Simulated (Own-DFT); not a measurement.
# Reading a pressure off an energy slope: monoclinic HfO2, 94 atoms (Hf32O62), with two O vacancies

Calculated, not measured. Each geometry was run twice at fixed positions with Own-DFT, a retired in-house plane-wave program that no person has reviewed: with PBE, and with HSE06 (exact exchange share 0.25 at short range, screening 0.11 per bohr, Gygi-Baldereschi treatment of its divergence). Both used PseudoDojo norm-conserving files made for PBE, a cutoff of 48 hartree, the Gamma point alone, fixed occupations, a neutral cell and no spin. One k point on a cell 10.1 Å thick isn't converged, and results move with the size of the cell. The hafnium file keeps the 4f electrons in the core, and its forces lie about 75 meV/Å off all-electron values. The oxygen file's force components were 24 meV/Å off all-electron values in a glass.

Unstrained cell vectors in Å: (10.234, 0.000, 0.000); (0.000, 10.350, 0.000); (-1.696, 0.000, 10.445), volume V0 = 1106.4 Å³, from measured lattice constants. Each geometry has its own random strain of a few per cent, its own defect sites and random moves of rms u per axis. HSE06 gave the energy alone. D is its energy less that of PBE, over the lowest D shown. The PBE stress wasn't checked against mesh or cutoff.

```
run  V - V0 (Å³)   u (Å)  P with PBE (GPa)  D (eV)
  1        -25.3  0.0489             10.84   0.287
  2        -18.0  0.0294              7.85   0.141
  3         29.3  0.0479             -0.36   1.538
  4         -5.0  0.0482              6.99   0.653
  5         16.5  0.0289              0.88   1.036
  6        -11.7  0.0297              7.27   0.369
  7         -3.8  0.0311              5.70   0.566
  8         37.6  0.0290             -3.88   1.580
  9        -24.5  0.0293              9.09   0.000
 10         -0.6  0.0301              3.89   0.662
 11        -16.2  0.0511             11.21       ?
```

## Working it out

D = 0.52 + 0.0247 (V - V0) + 136 u² eV, with an error of 0.0007 on the volume slope, 21 on the last term and a scatter of 0.04 eV. Pressure is -dE/dV, and 1 eV/Å³ is 160.2 GPa, so HSE06 changes the pressure by -4.0 ± 0.1 GPa. With the ions held to the strained lattice, the PBE pressure falls by 231 ± 7 GPa per unit of volume strain; the shape of the strain isn't fitted, so the true error is larger, and a relaxed crystal would be softer. On that slope HSE06's volume at a given pressure is about 1.7 % smaller, or 0.6 % in lengths. At u = 0 and V0 the PBE pressure is 3.4 GPa, which puts the zero-pressure volume, against the measured cell and with the defects in, at +1.5 % for PBE and -0.3 % for HSE06, each good to a few tenths of a per cent.

## Test on the hidden row

The question: what D should run 11 give?

Estimate: 0.47 eV, with rows scattering by 0.04. Computed: 0.523 eV.
